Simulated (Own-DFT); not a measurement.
# Response to strain: 2H SiC, 72 atoms (C36Si36)

Calculated results; nothing here was measured. They come from Own-DFT, an in-house plane-wave density functional program, since retired, whose code no person has reviewed. Each row is one single-point run on a periodic cell that was not relaxed, without spin or spin-orbit coupling.

Settings of every run: PBE; PseudoDojo norm-conserving scalar-relativistic files; cutoff 42 hartree; 4 x 4 x 3 k mesh centred on Gamma; Fermi-Dirac smearing of 0.1 eV.

Known limits: forces on such cells passed a denser k mesh, each cell not checked; stress not checked against mesh or cutoff.

Unstrained cell vectors in Å: (9.248, 0.000, 0.000); (-4.624, 8.009, 0.000); (0.000, 0.000, 10.068). The unstrained cell has measured lattice constants (interpolated for alloys), not those of this functional. That, the random moves and any unrelaxed bonds set the pressure at no strain. Each run strains this cell uniformly, with the atoms carried along. Every atom was also moved at random, by a Gaussian of width 0.05 Å on each axis. Strain is the symmetric tensor, in per cent. Stress is positive in tension, and the pressure is minus a third of its trace.

| run | e_xx (%) | e_yy (%) | e_zz (%) | e_yz (%) | e_xz (%) | e_xy (%) | s_xx (GPa) | s_yy (GPa) | s_zz (GPa) | s_yz (GPa) | s_xz (GPa) | s_xy (GPa) | P (GPa) | E (meV/atom) |
|---|---|---|---|---|---|---|---|---|---|---|---|---|---|---|
| 1 | 1.29 | -1.30 | 1.65 | -0.50 | -1.60 | -1.48 | 1.24 | -9.46 | 2.82 | -1.49 | -4.15 | -8.39 | 1.80 | 8.5 |
| 2 | 0.98 | -0.85 | -1.76 | -1.75 | -1.22 | -1.50 | 1.61 | -9.99 | -19.58 | -5.37 | -3.81 | -5.49 | 9.32 | 25.5 |
| 3 | 1.15 | 1.52 | -0.85 | 0.65 | -1.06 | -1.49 | 2.22 | 4.68 | -10.61 | 2.17 | -3.75 | -6.61 | 1.23 | 4.7 |
| 4 | -0.86 | -0.53 | -0.43 | 0.42 | 1.06 | 1.44 | -11.75 | -8.28 | -10.48 | 0.66 | 3.69 | 7.04 | 10.17 | 34.6 |
| 5 | -1.18 | 1.81 | -0.19 | 1.23 | -0.97 | 1.75 | -9.24 | 3.33 | -10.36 | 5.19 | -3.37 | 8.65 | 5.42 | 41.2 |
| 6 | -1.94 | 0.20 | -1.52 | 0.41 | 1.81 | 0.23 | -14.94 | -4.37 | -20.32 | 1.43 | 6.32 | -0.07 | 13.21 | 27.2 |
| 7 | -1.67 | -0.83 | -0.34 | 0.32 | -0.08 | 0.97 | -13.52 | -11.41 | -11.89 | 0.11 | 0.43 | 4.28 | 12.27 | 30.0 |
| 8 | -1.76 | 0.23 | -1.95 | -1.34 | -1.89 | -1.64 | -14.80 | -6.99 | -19.20 | -5.06 | -5.56 | -8.37 | 13.66 | 29.3 |
| 9 | 0.54 | -0.58 | 1.76 | -1.05 | -1.88 | -0.35 | -0.41 | -4.56 | 0.33 | -3.39 | -5.64 | -0.73 | 1.55 | 11.6 |
| 10 | 0.55 | 1.11 | 0.97 | 1.65 | -0.50 | -0.01 | -1.34 | 2.22 | -0.38 | 4.99 | -1.74 | 1.49 | -0.17 | 10.4 |
| 11 | 0.61 | 1.51 | 0.83 | 0.35 | -0.15 | -0.45 | 0.75 | 4.73 | -2.35 | 1.47 | -0.14 | -2.21 | -1.04 | 0.0 |
| 12 | 0.68 | -0.06 | -0.85 | 1.71 | -1.67 | -0.47 | 0.18 | -5.73 | -11.53 | 4.85 | -4.82 | -2.40 | 5.70 | 14.5 |
| 13 | -1.51 | 0.76 | 0.46 | -1.23 | 1.88 | -1.14 | -13.64 | -4.02 | -3.19 | -3.58 | 6.78 | -6.96 | 6.95 | 39.0 |
| 14 | -0.71 | 0.87 | 0.97 | -1.73 | -0.86 | 1.56 | -9.64 | -0.12 | -0.63 | -5.86 | -2.30 | 7.01 | 3.46 | 37.4 |
| 15 | 1.10 | 0.19 | -1.50 | 0.39 | -0.50 | -1.13 | 1.03 | -2.75 | -16.96 | 0.66 | -2.46 | -5.32 | 6.23 | 17.9 |
| 16 | -0.40 | -0.84 | -0.17 | -0.12 | 1.89 | 1.69 | -10.18 | -11.04 | -9.96 | -0.18 | 6.30 | 8.59 | 10.39 | 67.6 |
| 17 | -1.19 | 1.23 | -1.60 | 0.76 | 0.99 | 1.99 | ? | ? | ? | ? | ? | ? | ? | ? |

E is the free energy for each atom above the lowest run shown.

## Worked fit

Each stress component was fitted by least squares to a constant and the strains of the runs shown, as fractions, with shears doubled. Shear strains stay in the fit of a normal stress only where such slopes are resolved. The slopes, in GPa:

```
stress  at no strain  per e_xx  per e_yy  per e_zz  scatter
  s_xx          -4.8  580 ± 32   74 ± 37  -10 ± 31     1.39
  s_yy          -4.7  112 ± 27  539 ± 31   58 ± 26     1.17
  s_zz          -7.9   52 ± 35   73 ± 41  614 ± 34     1.54
```

Each shear stress against twice its own strain: yz 154 ± 8, xz 159 ± 4, xy 260 ± 12 GPa. These are stiffnesses along x, y and z of the frame in which the cell vectors are given, which need not be the crystal's axes. The atoms are held to the strained lattice; where symmetry lets them move under strain, relaxing them would lower some slopes. The table should be nearly symmetric about its diagonal, and what it lacks of that shows the noise. A ninth of its sum, 233 ± 6 GPa, estimates the bulk modulus near the mean pressure of these runs, 6.3 GPa, so it lies above the value at zero pressure.

## Withheld run

Question: what normal stresses and pressure should run 17 give?

The fit gives s_xx = -10.6, s_yy = -0.4, s_zz = -17.5 and P = 9.5 GPa. The calculation gave -9.10, 0.71, -19.82 and P = 9.40 GPa.
